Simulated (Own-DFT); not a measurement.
# What a defect does to the pressure of its cell: monoclinic HfO2

Everything here is calculated. The program is Own-DFT (plane waves, in-house, since retired, never reviewed by a person); positions were held fixed, and spin and spin-orbit coupling were off.

Common settings: PBE; PseudoDojo norm-conserving scalar-relativistic files; cutoff 72 hartree; 2 x 2 x 2 k mesh centred on Gamma; Fermi-Dirac smearing of 0.1 eV.

Known weak points (not all hold for every row): not probed for a lower state with spin; hafnium file: forces about 75 meV/angstrom off all-electron values; oxygen file: force components 24 meV/angstrom off all-electron in a glass; forces on such cells passed a denser k mesh, each cell not checked; stress not checked against mesh or cutoff.

All runs share one cell, with vectors in Å (10.234, 0.000, 0.000); (0.000, 10.350, 0.000); (-1.696, 0.000, 10.445) and a volume of 1106.4 Å³. Atoms were moved at random from their sites; u is the rms move along one axis. The defect's site can differ from row to row.

```
               cell    formula   u (Å)  P (GPa)
          no defect    Hf32O64  0.0195     4.07
          no defect    Hf32O64  0.0470     5.43
          no defect    Hf32O64  0.0496     6.27
    two O vacancies    Hf32O62  0.0286     3.44
    two O vacancies    Hf32O62  0.0308     4.53
    two O vacancies    Hf32O62  0.0493     5.69
one Si on a Hf site  Hf31O64Si  0.0280     2.59
one Si on a Hf site  Hf31O64Si  0.0307     3.36
one Si on a Hf site  Hf31O64Si  0.0462        ?
one Si on a Hf site  Hf31O64Si  0.0483     4.33
```

## What the rows give

P = P0 + c u² + a shift for each defect gives P0 = 3.57 GPa, c = 1001 ± 175 GPa/Å² and a scatter of 0.42 GPa. The shifts, and each times the cell's volume:

- two O vacancies: -0.41 ± 0.34 GPa, -2.9 eV (-1.4 eV for each of its 2 sites) (not resolved)
- one Si on a Hf site: -1.49 ± 0.34 GPa, -10.3 eV

Against the defect-free cell, a freed cell would be larger where the shift is positive and smaller where it is negative (160.2 GPa Å³ is 1 eV). The atoms around the defects weren't relaxed, which would change these numbers.

## Withheld run

The question: what pressure belongs in the blank (one Si on a Hf site, u = 0.0462 Å)?

The fit gives 4.21 ± 0.50 GPa. Computed: 3.30 GPa.
